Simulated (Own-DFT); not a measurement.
# Energy and forces against displacement in rutile TiO2, 72 atoms (O48Ti24)

All numbers below are calculated, not measured. They come from Own-DFT, an in-house plane-wave density functional program, since retired, whose code no person has reviewed. Each row is one single-point run on a periodic cell that was not relaxed, without spin or spin-orbit coupling.

Settings of every run: PBE; PseudoDojo norm-conserving scalar-relativistic files; cutoff 72 hartree; 3 x 3 x 3 k mesh centred on Gamma; Fermi-Dirac smearing of 0.1 eV.

Known limits: oxygen file: force components 24 meV/angstrom off all-electron in a glass; forces on such cells passed a denser k mesh, each cell not checked; stress not checked against mesh or cutoff.

Cell vectors in Å: (9.187, 0.000, 0.000); (0.000, 9.187, 0.000); (0.000, 0.000, 8.876). In each run every atom was moved at random and independently from its ideal site; u is the rms move along one axis. E is the free energy for each atom above the fitted value at u = 0, and F the rms of the force components.

| run | u (Å) | E (meV/atom) | F (eV/Å) | largest force (eV/Å) | P (GPa) |
|---|---|---|---|---|---|
| 1 | 0.0188 | 8.4 | 0.423 | 1.74 | 4.95 |
| 2 | 0.0198 | 7.1 | 0.357 | 1.21 | 4.86 |
| 3 | 0.0450 | ? | ? | ? | ? |
| 4 | 0.0499 | 46.4 | 0.951 | 3.27 | 6.46 |
| 5 | 0.0780 | 125.1 | 1.624 | 6.68 | 11.21 |
| 6 | 0.0802 | 139.9 | 1.678 | 6.47 | 10.19 |
| 7 | 0.1279 | 306.7 | 2.528 | 10.29 | 18.03 |

## Worked fit

For small independent moves the energy grows as E = (3/2) K u², with K the mean stiffness felt by one atom. The runs with u up to 0.11 Å give K = 13.6 ± 0.7 eV/Å², with residuals divided by u² + 0.0006 Å², since the noise grows with the moves. The scatter is 4.4 meV/atom at u = 0.05 Å. The forces follow F = G u with G = 20.3 eV/Å²; no force at u = 0 is resolved. G exceeds K because the moves of its neighbours add to the force on an atom, and stiffness differs between atoms. The pressure follows P = 4.42 + 987 u² GPa: at fixed volume, shortened bonds push harder than stretched ones pull.

## Withheld run

Question: what energy and rms force should run 3 give?

The fit gives 42 ± 4 meV/atom and about 0.91 eV/Å. The calculation gave 41.5 meV/atom and 0.905 eV/Å.
